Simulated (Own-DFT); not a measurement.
Si3N4 (beta silicon nitride, atoms displaced) (calculated)

A calculation, not a measurement: plane-wave PBE density functional theory by an unreviewed code, no spin, of a simulated periodic cell, stress positive in tension, free energy of the whole cell less one offset for each atom, forces on such cells moved up to 12 meV/angstrom on a denser k mesh; offsets are fitted by least squares, one for each functional and potential file, so energies compare only between cells with the same atoms and settings and are not formation energies; the far tail of each file's local potential was reset to the Coulomb form; each entry is a single point on an unrelaxed cell, so the pressure reflects the starting lattice, mostly measured values (interpolated for alloys), from which strain is counted, and rises with the displacements; printed positions are rounded, which can move forces by about a meV/angstrom; the program, named Own-DFT, is a retired in-house code; no spin-orbit coupling; before rounding, a Quantum ESPRESSO 7.3.1 run of the same cell and cutoff gave forces within 1 meV/angstrom rms on each cell, which checks the program and not the settings. Program: Own-DFT development build.

Common to all runs: functional PBE; potential files PseudoDojo norm-conserving, scalar-relativistic, standard set; wave cutoff 42 hartree; occupations Fermi-Dirac; smearing width 0.1 eV; k mesh 2 x 2 x 4 centred on Gamma.

(1) 
```cif
# cell vector a (Å): 15.2120 0.0000 0.0000
# cell vector b (Å): -7.6060 13.1740 0.0000
# cell vector c (Å): 0.0000 0.0000 5.8180
data_Si3N4
_symmetry_space_group_name_H-M 'P 1'
_symmetry_Int_Tables_number 1
_cell_length_a 15.2120
_cell_length_b 15.2120
_cell_length_c 5.8180
_cell_angle_alpha 90.000
_cell_angle_beta 90.000
_cell_angle_gamma 120.000
_cell_volume 1165.94
loop_
_atom_site_label
_atom_site_type_symbol
_atom_site_fract_x
_atom_site_fract_y
_atom_site_fract_z
_atom_site_occupancy
Si1 Si 0.08804 0.38527 0.12149 1
Si2 Si 0.11270 0.20080 0.12554 1
Si3 Si 0.29954 0.41360 0.12573 1
Si4 Si 0.41106 0.11247 0.37877 1
Si5 Si 0.38506 0.29646 0.38047 1
Si6 Si 0.20179 0.08628 0.37411 1
N1 N 0.16832 0.01779 0.12729 1
N2 N 0.48228 0.15000 0.12877 1
N3 N 0.35027 0.33481 0.12853 1
N4 N 0.33598 0.48853 0.37546 1
N5 N 0.01696 0.35012 0.37738 1
N6 N 0.15080 0.16676 0.37324 1
N7 N 0.16830 0.33206 0.12558 1
N8 N 0.33322 0.16504 0.37929 1
Si7 Si 0.08705 0.38414 0.62171 1
Si8 Si 0.11460 0.20086 0.62736 1
Si9 Si 0.29920 0.41594 0.62534 1
Si10 Si 0.41282 0.11561 0.87295 1
Si11 Si 0.38520 0.29831 0.87769 1
Si12 Si 0.19939 0.08397 0.86770 1
N9 N 0.16570 0.01598 0.62594 1
N10 N 0.48416 0.15000 0.62406 1
N11 N 0.35220 0.33481 0.63032 1
N12 N 0.33416 0.48398 0.87248 1
N13 N 0.01511 0.35013 0.87974 1
N14 N 0.14829 0.16451 0.88097 1
N15 N 0.16701 0.33341 0.62666 1
N16 N 0.33395 0.16599 0.87489 1
Si13 Si 0.08700 0.88554 0.12869 1
Si14 Si 0.11716 0.70237 0.12869 1
Si15 Si 0.29786 0.91362 0.12130 1
Si16 Si 0.41286 0.61455 0.38037 1
Si17 Si 0.38557 0.79831 0.37520 1
Si18 Si 0.19917 0.58401 0.38166 1
N17 N 0.16492 0.51403 0.12676 1
N18 N 0.48269 0.65005 0.12264 1
N19 N 0.34952 0.83618 0.12587 1
N20 N 0.33499 0.98700 0.37576 1
N21 N 0.01443 0.84937 0.37558 1
N22 N 0.15212 0.66445 0.37508 1
N23 N 0.16598 0.83199 0.12298 1
N24 N 0.33367 0.66596 0.37291 1
Si19 Si 0.08461 0.88461 0.62869 1
Si20 Si 0.11174 0.69961 0.62207 1
Si21 Si 0.29891 0.91258 0.62326 1
Si22 Si 0.41522 0.61358 0.87063 1
Si23 Si 0.38639 0.79896 0.87851 1
Si24 Si 0.20107 0.58638 0.87948 1
N25 N 0.16630 0.51719 0.63027 1
N26 N 0.48606 0.65018 0.62716 1
N27 N 0.35139 0.83548 0.62253 1
N28 N 0.33354 0.98151 0.87552 1
N29 N 0.01582 0.84999 0.87114 1
N30 N 0.15207 0.66287 0.87324 1
N31 N 0.16545 0.83008 0.62324 1
N32 N 0.33525 0.66687 0.87793 1
Si25 Si 0.58773 0.38492 0.12659 1
Si26 Si 0.61581 0.20116 0.12513 1
Si27 Si 0.79825 0.41451 0.13297 1
Si28 Si 0.91723 0.12036 0.37986 1
Si29 Si 0.88522 0.29666 0.37403 1
Si30 Si 0.70058 0.08608 0.36853 1
N33 N 0.66589 0.01574 0.12102 1
N34 N 0.98471 0.15013 0.12843 1
N35 N 0.84721 0.33387 0.13151 1
N36 N 0.83341 0.48360 0.37817 1
N37 N 0.51577 0.35076 0.37250 1
N38 N 0.65038 0.16807 0.37181 1
N39 N 0.66474 0.33274 0.13008 1
N40 N 0.83419 0.16826 0.36990 1
Si31 Si 0.58629 0.38516 0.62924 1
Si32 Si 0.61469 0.20124 0.62253 1
Si33 Si 0.79720 0.41491 0.62454 1
Si34 Si 0.91305 0.11345 0.87571 1
Si35 Si 0.88589 0.30037 0.87764 1
Si36 Si 0.69978 0.08588 0.87425 1
N41 N 0.66504 0.01656 0.63111 1
N42 N 0.98424 0.14935 0.62635 1
N43 N 0.84902 0.33269 0.62960 1
N44 N 0.83221 0.48577 0.87564 1
N45 N 0.51626 0.35218 0.86889 1
N46 N 0.65015 0.16745 0.87984 1
N47 N 0.66492 0.33411 0.62898 1
N48 N 0.83203 0.16445 0.87525 1
Si37 Si 0.58712 0.88419 0.12927 1
Si38 Si 0.61595 0.70158 0.12332 1
Si39 Si 0.79822 0.91121 0.11953 1
Si40 Si 0.91130 0.61410 0.37900 1
Si41 Si 0.88540 0.79841 0.37499 1
Si42 Si 0.70106 0.58607 0.37833 1
N49 N 0.67014 0.51724 0.11743 1
N50 N 0.98665 0.65240 0.12633 1
N51 N 0.84637 0.83406 0.12415 1
N52 N 0.83392 0.98561 0.37284 1
N53 N 0.51364 0.84993 0.37147 1
N54 N 0.64856 0.66602 0.37740 1
N55 N 0.66566 0.83560 0.12721 1
N56 N 0.83483 0.66772 0.37083 1
Si43 Si 0.58758 0.88530 0.62384 1
Si44 Si 0.61418 0.70216 0.62686 1
Si45 Si 0.79806 0.91182 0.62688 1
Si46 Si 0.91555 0.61930 0.87298 1
Si47 Si 0.88398 0.79635 0.87147 1
Si48 Si 0.70347 0.58612 0.87226 1
N57 N 0.66649 0.51434 0.62293 1
N58 N 0.98416 0.64908 0.63114 1
N59 N 0.84913 0.83322 0.63223 1
N60 N 0.83411 0.98501 0.87631 1
N61 N 0.51394 0.84782 0.86977 1
N62 N 0.65343 0.66799 0.87100 1
N63 N 0.66581 0.83198 0.62864 1
N64 N 0.83101 0.66457 0.87274 1
_calc_free_energy_of_cell_above_offsets '-19.105'  # eV
_calc_pressure 5.57  # GPa
_calc_stress_xx -5.01  # GPa
_calc_stress_yy -4.56  # GPa
_calc_stress_zz -7.14  # GPa
_calc_stress_yz 0.31  # GPa
_calc_stress_xz 0.11  # GPa
_calc_stress_xy 0.2  # GPa
```

Force:
| element | x (eV/Å) | y (eV/Å) | z (eV/Å) |
| --- | --- | --- | --- |
| Si | 1.132 | -0.781 | 0.866 |
| Si | 0.787 | 1.22 | 0.34 |
| Si | -0.838 | -0.388 | 0.095 |
| Si | -0.235 | 1.858 | -0.639 |
| Si | -0.082 | -0.498 | -0.448 |
| Si | 0.56 | 1.53 | 0.26 |
| N | -0.567 | -1.722 | -0.831 |
| N | 1.028 | 0.005 | -0.576 |
| N | 0.457 | 0.049 | 0.156 |
| N | 0.223 | -2.065 | 0.027 |
| N | -0.682 | -0.162 | -0.876 |
| N | 0.166 | -0.735 | 0.714 |
| N | -0.777 | 0.602 | -0.027 |
| N | -0.567 | 0.354 | 0.003 |
| Si | 0.692 | 0.324 | 1.311 |
| Si | 0.341 | 1.199 | -0.146 |
| Si | -0.108 | -1.76 | -0.486 |
| Si | -0.206 | -0.338 | 0.8 |
| Si | 0.314 | -0.969 | 0.324 |
| Si | 1.086 | 2.345 | 1.961 |
| N | -0.455 | -1.419 | -1.014 |
| N | 0.509 | -0.22 | 0.266 |
| N | -1.174 | 0.821 | -0.711 |
| N | 0.356 | 0.373 | 0.666 |
| N | 0.113 | 0.204 | -1.024 |
| N | 0.427 | -0.754 | -1.1 |
| N | 0.171 | -0.047 | -0.089 |
| N | -1.11 | 0.007 | -0.07 |
| Si | 1.153 | -0.264 | -0.628 |
| Si | 0.268 | 0.16 | -1.04 |
| Si | -0.663 | -0.534 | 1.128 |
| Si | -0.664 | 1.822 | -1.217 |
| Si | -0.768 | -1.459 | -0.215 |
| Si | 2.032 | 1.152 | -0.973 |
| N | -0.199 | 0.171 | 0.409 |
| N | 1.621 | 0.087 | 0.613 |
| N | 0.634 | -0.192 | 0.093 |
| N | -0.056 | -2.191 | -0.195 |
| N | -0.055 | 0.521 | 0.095 |
| N | -1.33 | 0.192 | 0.292 |
| N | -0.228 | 0.764 | 0.194 |
| N | -0.601 | 0.089 | 0.332 |
| Si | 2.349 | -0.259 | -1.144 |
| Si | 2.001 | 0.897 | 0.744 |
| Si | -0.919 | -0.817 | -0.099 |
| Si | -2.139 | 0.85 | 1.141 |
| Si | -0.664 | -1.431 | -0.632 |
| Si | 2.398 | 0.64 | 0.075 |
| N | -0.26 | -1.817 | -0.115 |
| N | -0.053 | -0.383 | -0.56 |
| N | 0.104 | 0.152 | 0.518 |
| N | 0.058 | 1.61 | -0.828 |
| N | -1.004 | -0.172 | 1.646 |
| N | -2.457 | 1.229 | 0.307 |
| N | -0.711 | 1.044 | -0.047 |
| N | -0.397 | -0.399 | -0.167 |
| Si | 0.193 | -0.054 | -0.71 |
| Si | -2.081 | 1.372 | 0.035 |
| Si | -1.231 | -1.104 | -1.838 |
| Si | -1.966 | -1.782 | -0.915 |
| Si | -0.433 | 0.184 | 0.84 |
| Si | 0.99 | 0.997 | 1.138 |
| N | -0.577 | -0.766 | 0.613 |
| N | -0.062 | -0.153 | -0.582 |
| N | 0.617 | 0.335 | -0.573 |
| N | 0.311 | 1.353 | 0.062 |
| N | -0.269 | 0.284 | 0.618 |
| N | 1.14 | -1.273 | 0.74 |
| N | 0.984 | 0.239 | -0.071 |
| N | -0.081 | -0.887 | 0.235 |
| Si | 0.788 | -0.559 | -1.552 |
| Si | -0.411 | 1.458 | 0.72 |
| Si | -0.194 | -1.827 | 1.412 |
| Si | -1.497 | 0.892 | 0.501 |
| Si | -0.262 | -2.017 | 0.393 |
| Si | 1.025 | 1.643 | 0.352 |
| N | -0.367 | -0.635 | -2.037 |
| N | 0.808 | 0.286 | 0.686 |
| N | -0.595 | 0.989 | -0.891 |
| N | 0.676 | 0.5 | 0.473 |
| N | -0.652 | -0.169 | 1.901 |
| N | 0.552 | -0.86 | -1.327 |
| N | 0.91 | -0.429 | -0.175 |
| N | 0.096 | 0.958 | -0.011 |
| Si | -0.444 | -0.073 | -1.51 |
| Si | -1.121 | 0.984 | -0.015 |
| Si | -2.231 | 1.27 | 1.368 |
| Si | 0.17 | 0.699 | -0.804 |
| Si | -0.92 | -0.679 | -0.017 |
| Si | 0.507 | 0.877 | -1.238 |
| N | -0.721 | -0.856 | 1.658 |
| N | -0.386 | -0.577 | 0.41 |
| N | 2.268 | -1.07 | -0.037 |
| N | 0.555 | -0.026 | 0.438 |
| N | 0.977 | 0.678 | 0.738 |
| N | 0.892 | -0.767 | -0.348 |
| N | 1.424 | -1.218 | -0.1 |
| N | -0.697 | -0.292 | 0.329 |
| Si | 0.117 | -0.468 | 0.101 |
| Si | 0.51 | 0.779 | -0.155 |
| Si | -1.162 | 0.552 | -0.817 |
| Si | -1.143 | -1.462 | 1.766 |
| Si | -0.02 | -0.773 | 1.366 |
| Si | -0.429 | 0.452 | -0.301 |
| N | -0.301 | 0.414 | 0.144 |
| N | -0.123 | -0.165 | -1.601 |
| N | 0.108 | 0.342 | -1.659 |
| N | 0.488 | -0.615 | -0.543 |
| N | 0.918 | 0.977 | 0.997 |
| N | 0.081 | -0.666 | 0.594 |
| N | 0.086 | 0.726 | -0.176 |
| N | 1.174 | 1.489 | -0.103 |

(2) 
```cif
# cell vector a (Å): 15.2120 0.0000 0.0000
# cell vector b (Å): -7.6060 13.1740 0.0000
# cell vector c (Å): 0.0000 0.0000 5.8180
data_Si3N4
_symmetry_space_group_name_H-M 'P 1'
_symmetry_Int_Tables_number 1
_cell_length_a 15.2120
_cell_length_b 15.2120
_cell_length_c 5.8180
_cell_angle_alpha 90.000
_cell_angle_beta 90.000
_cell_angle_gamma 120.000
_cell_volume 1165.94
loop_
_atom_site_label
_atom_site_type_symbol
_atom_site_fract_x
_atom_site_fract_y
_atom_site_fract_z
_atom_site_occupancy
Si1 Si 0.08650 0.38212 0.12149 1
Si2 Si 0.11395 0.20068 0.11968 1
Si3 Si 0.30182 0.41565 0.12619 1
Si4 Si 0.41494 0.11489 0.37212 1
Si5 Si 0.38658 0.29935 0.38085 1
Si6 Si 0.20198 0.08709 0.37784 1
N1 N 0.16526 0.01112 0.12884 1
N2 N 0.48548 0.15017 0.12518 1
N3 N 0.34793 0.33222 0.12260 1
N4 N 0.33455 0.48197 0.37224 1
N5 N 0.01474 0.34882 0.37226 1
N6 N 0.15028 0.16422 0.37889 1
N7 N 0.17046 0.33355 0.12496 1
N8 N 0.33165 0.16524 0.37683 1
Si7 Si 0.08767 0.38395 0.62654 1
Si8 Si 0.11586 0.20465 0.62575 1
Si9 Si 0.29995 0.41467 0.62963 1
Si10 Si 0.41250 0.11541 0.87549 1
Si11 Si 0.38591 0.29836 0.87597 1
Si12 Si 0.20276 0.08603 0.87099 1
N9 N 0.16611 0.01445 0.62974 1
N10 N 0.48312 0.14918 0.62662 1
N11 N 0.34984 0.33491 0.63173 1
N12 N 0.33227 0.48291 0.87877 1
N13 N 0.01665 0.34996 0.87222 1
N14 N 0.15057 0.16413 0.87676 1
N15 N 0.16845 0.33316 0.62458 1
N16 N 0.33389 0.16595 0.87195 1
Si13 Si 0.08773 0.88407 0.12656 1
Si14 Si 0.11726 0.70355 0.12307 1
Si15 Si 0.29846 0.90972 0.13267 1
Si16 Si 0.41219 0.61451 0.37463 1
Si17 Si 0.38543 0.79945 0.37525 1
Si18 Si 0.20132 0.58643 0.37334 1
N17 N 0.16503 0.51643 0.12466 1
N18 N 0.48422 0.65124 0.12040 1
N19 N 0.35096 0.83407 0.12977 1
N20 N 0.33502 0.98686 0.37941 1
N21 N 0.01713 0.85007 0.37466 1
N22 N 0.15118 0.66716 0.37374 1
N23 N 0.16551 0.83435 0.12198 1
N24 N 0.33281 0.66668 0.37114 1
Si19 Si 0.08856 0.88542 0.62465 1
Si20 Si 0.11658 0.70144 0.62903 1
Si21 Si 0.29921 0.91398 0.63187 1
Si22 Si 0.41432 0.61526 0.87284 1
Si23 Si 0.38537 0.79627 0.87578 1
Si24 Si 0.20051 0.58721 0.87506 1
N25 N 0.16554 0.51648 0.62669 1
N26 N 0.48662 0.65250 0.62661 1
N27 N 0.35170 0.83567 0.62222 1
N28 N 0.33574 0.98625 0.87695 1
N29 N 0.01611 0.85106 0.87631 1
N30 N 0.15085 0.66782 0.87637 1
N31 N 0.16968 0.83042 0.62884 1
N32 N 0.33441 0.66874 0.87420 1
Si25 Si 0.58663 0.38195 0.12563 1
Si26 Si 0.61622 0.20256 0.12662 1
Si27 Si 0.79451 0.41315 0.12702 1
Si28 Si 0.91324 0.11400 0.37705 1
Si29 Si 0.88518 0.29779 0.37683 1
Si30 Si 0.69962 0.08794 0.37470 1
N33 N 0.66619 0.01645 0.12013 1
N34 N 0.98608 0.15225 0.12301 1
N35 N 0.85043 0.33307 0.13108 1
N36 N 0.83315 0.48359 0.37186 1
N37 N 0.51554 0.34983 0.37503 1
N38 N 0.64957 0.16654 0.37901 1
N39 N 0.66728 0.33165 0.12250 1
N40 N 0.83243 0.16560 0.37649 1
Si31 Si 0.58648 0.38488 0.62611 1
Si32 Si 0.61520 0.20175 0.62398 1
Si33 Si 0.79673 0.41273 0.62338 1
Si34 Si 0.91322 0.11576 0.87025 1
Si35 Si 0.88372 0.29794 0.87771 1
Si36 Si 0.70313 0.08477 0.87673 1
N41 N 0.66959 0.01817 0.62674 1
N42 N 0.98457 0.14977 0.62384 1
N43 N 0.85077 0.33398 0.62339 1
N44 N 0.83287 0.48400 0.87312 1
N45 N 0.51617 0.34910 0.88367 1
N46 N 0.64942 0.16802 0.87724 1
N47 N 0.66683 0.33327 0.62607 1
N48 N 0.83165 0.16286 0.88018 1
Si37 Si 0.59005 0.88404 0.12755 1
Si38 Si 0.61414 0.70071 0.12150 1
Si39 Si 0.79881 0.90978 0.12473 1
Si40 Si 0.91521 0.61337 0.37649 1
Si41 Si 0.88775 0.79698 0.37504 1
Si42 Si 0.70272 0.58858 0.37912 1
N49 N 0.66772 0.51492 0.12618 1
N50 N 0.98399 0.65012 0.13059 1
N51 N 0.84941 0.83258 0.12786 1
N52 N 0.83232 0.98555 0.37339 1
N53 N 0.51388 0.84860 0.37422 1
N54 N 0.65055 0.66635 0.37771 1
N55 N 0.66419 0.83133 0.12248 1
N56 N 0.83173 0.66565 0.38247 1
Si43 Si 0.58679 0.88368 0.63004 1
Si44 Si 0.61608 0.70292 0.62145 1
Si45 Si 0.79826 0.91448 0.63484 1
Si46 Si 0.91243 0.61439 0.87580 1
Si47 Si 0.88612 0.80106 0.87358 1
Si48 Si 0.70164 0.58643 0.86822 1
N57 N 0.66641 0.51426 0.62534 1
N58 N 0.98193 0.64789 0.61843 1
N59 N 0.85051 0.83379 0.62453 1
N60 N 0.83466 0.98489 0.88506 1
N61 N 0.51486 0.84892 0.87013 1
N62 N 0.65187 0.66791 0.87259 1
N63 N 0.66708 0.83561 0.61930 1
N64 N 0.83474 0.66533 0.87449 1
_calc_free_energy_of_cell_above_offsets '-19.318'  # eV
_calc_pressure 5.58  # GPa
_calc_stress_xx -5.09  # GPa
_calc_stress_yy -4.7  # GPa
_calc_stress_zz -6.94  # GPa
_calc_stress_yz -0.55  # GPa
_calc_stress_xz 0.25  # GPa
_calc_stress_xy -0.03  # GPa
```

Force:
| element | x (eV/Å) | y (eV/Å) | z (eV/Å) |
| --- | --- | --- | --- |
| Si | 1.197 | 0.361 | 0.643 |
| Si | 1.076 | 1.114 | 1.352 |
| Si | -0.899 | -2.499 | -0.263 |
| Si | -1.64 | 0.664 | 0.663 |
| Si | -0.859 | -1.756 | -0.943 |
| Si | 0.778 | -0.398 | -0.539 |
| N | -0.332 | 2.115 | -0.415 |
| N | 0.208 | 0.05 | -0.131 |
| N | 0.598 | 0.565 | 0.957 |
| N | 0.381 | 1.772 | 1.446 |
| N | 0.702 | 0.499 | 0.512 |
| N | -1.015 | 0.269 | -0.537 |
| N | -1.052 | -0.012 | -0.078 |
| N | 0.875 | 0.985 | -0.078 |
| Si | 0.386 | 0.06 | -1.015 |
| Si | 0.915 | -0.741 | -0.062 |
| Si | -0.811 | -1.186 | -0.613 |
| Si | -0.052 | 0.241 | 0.087 |
| Si | 0.024 | -1.375 | 0.611 |
| Si | 0.57 | 0.166 | 1.843 |
| N | -0.19 | -0.225 | -1.015 |
| N | 0.975 | 0.404 | -0.398 |
| N | 0.461 | 0.409 | -0.686 |
| N | 0.531 | 1.942 | -0.729 |
| N | -0.933 | -0.385 | 0.241 |
| N | -0.385 | -0.063 | -0.812 |
| N | -0.512 | 0.858 | 0.078 |
| N | -0.492 | 0.578 | 0.165 |
| Si | -0.084 | -0.16 | -0.468 |
| Si | -1.28 | 0.61 | 0.955 |
| Si | -1.678 | 1.532 | -0.635 |
| Si | -0.567 | 0.635 | -0.117 |
| Si | 0.476 | -1.478 | 0.503 |
| Si | 0.485 | 0.786 | 0.197 |
| N | -0.219 | -1.044 | -0.236 |
| N | 0.419 | -0.51 | 0.845 |
| N | -0.087 | 0.123 | -1.16 |
| N | 0.356 | -1.528 | -0.264 |
| N | -0.27 | -0.04 | 0.414 |
| N | 0.274 | -0.562 | 0.241 |
| N | 1.677 | -0.785 | 0.237 |
| N | 0.267 | -0.187 | 0.23 |
| Si | 1.109 | -0.995 | 0.509 |
| Si | -1.175 | 0.352 | -1.34 |
| Si | -0.216 | -0.133 | -0.654 |
| Si | -1.558 | 0.231 | 0.057 |
| Si | -0.491 | 0.515 | -0.421 |
| Si | 1.284 | 0.635 | 0.232 |
| N | -0.206 | -0.606 | -0.325 |
| N | -0.365 | -0.82 | -0.732 |
| N | -0.044 | 0.178 | 1.038 |
| N | 0.296 | -1.111 | 1.003 |
| N | -0.1 | 0.02 | -0.292 |
| N | 0.67 | -0.951 | 0.063 |
| N | -1.703 | 1.175 | -0.129 |
| N | -0.005 | -1.672 | -0.066 |
| Si | 0.992 | 1.014 | 0.596 |
| Si | -0.396 | 0.14 | -0.243 |
| Si | 1.189 | -0.588 | -0.794 |
| Si | -1.265 | 0.795 | -1.11 |
| Si | 0.378 | -1.384 | -0.032 |
| Si | 1.942 | 0.081 | -0.007 |
| N | -0.51 | -1.247 | 1.555 |
| N | -0.543 | -0.618 | 0.039 |
| N | -1.216 | 1.07 | -0.98 |
| N | 0.241 | 0.243 | 0.64 |
| N | 0.005 | 0.216 | 0.476 |
| N | 0.164 | -0.463 | -0.759 |
| N | -0.932 | 0.256 | 0.326 |
| N | 0.036 | 0.281 | 0.026 |
| Si | 0.944 | -0.732 | 0.385 |
| Si | -0.977 | 0.772 | 1.136 |
| Si | 0.071 | -0.487 | 0.089 |
| Si | -0.366 | 0.226 | 1.281 |
| Si | 0.508 | -1.262 | -0.08 |
| Si | -0.941 | 1.843 | -0.552 |
| N | -0.792 | -1.742 | -0.568 |
| N | 0.452 | 0.068 | 0.187 |
| N | -0.645 | 0.668 | 0.731 |
| N | 0.415 | -0.114 | 0.355 |
| N | -0.514 | 0.064 | -1.658 |
| N | 1.696 | -1.371 | -0.355 |
| N | -0.507 | -0.08 | -0.222 |
| N | 0.193 | 1.832 | -0.254 |
| Si | -1.606 | 0.181 | -0.431 |
| Si | 0.08 | 0.673 | 0.501 |
| Si | -1.706 | 0.484 | 1.314 |
| Si | -2.607 | 0.094 | -0.712 |
| Si | -0.628 | -0.939 | 0.402 |
| Si | 0.839 | -0.514 | -1.031 |
| N | -0.656 | -0.073 | -0.153 |
| N | 1.074 | 0.122 | -1.394 |
| N | 0.409 | 0.117 | -0.181 |
| N | 0.711 | -1.151 | 0.62 |
| N | 1.076 | 0.81 | 0.192 |
| N | -0.235 | -0.342 | -0.987 |
| N | 1.88 | 0.058 | -0.007 |
| N | 1.217 | 0.287 | -0.292 |
| Si | 0.037 | 0.89 | -1.468 |
| Si | -0.187 | 1.364 | 0.574 |
| Si | -0.209 | -0.367 | -1.686 |
| Si | -0.213 | 0.289 | -0.005 |
| Si | 0.931 | -2.195 | 0.264 |
| Si | 1.288 | 0.645 | 1.731 |
| N | -0.647 | -0.041 | -0.355 |
| N | 2.126 | 0.672 | 2.129 |
| N | -0.733 | 0.952 | -0.175 |
| N | 0.41 | -0.128 | -0.968 |
| N | 0.281 | 0.359 | 1.633 |
| N | 0.246 | -0.66 | -0.132 |
| N | 0.767 | -0.751 | 0.387 |
| N | -1.335 | 1.067 | 0.051 |
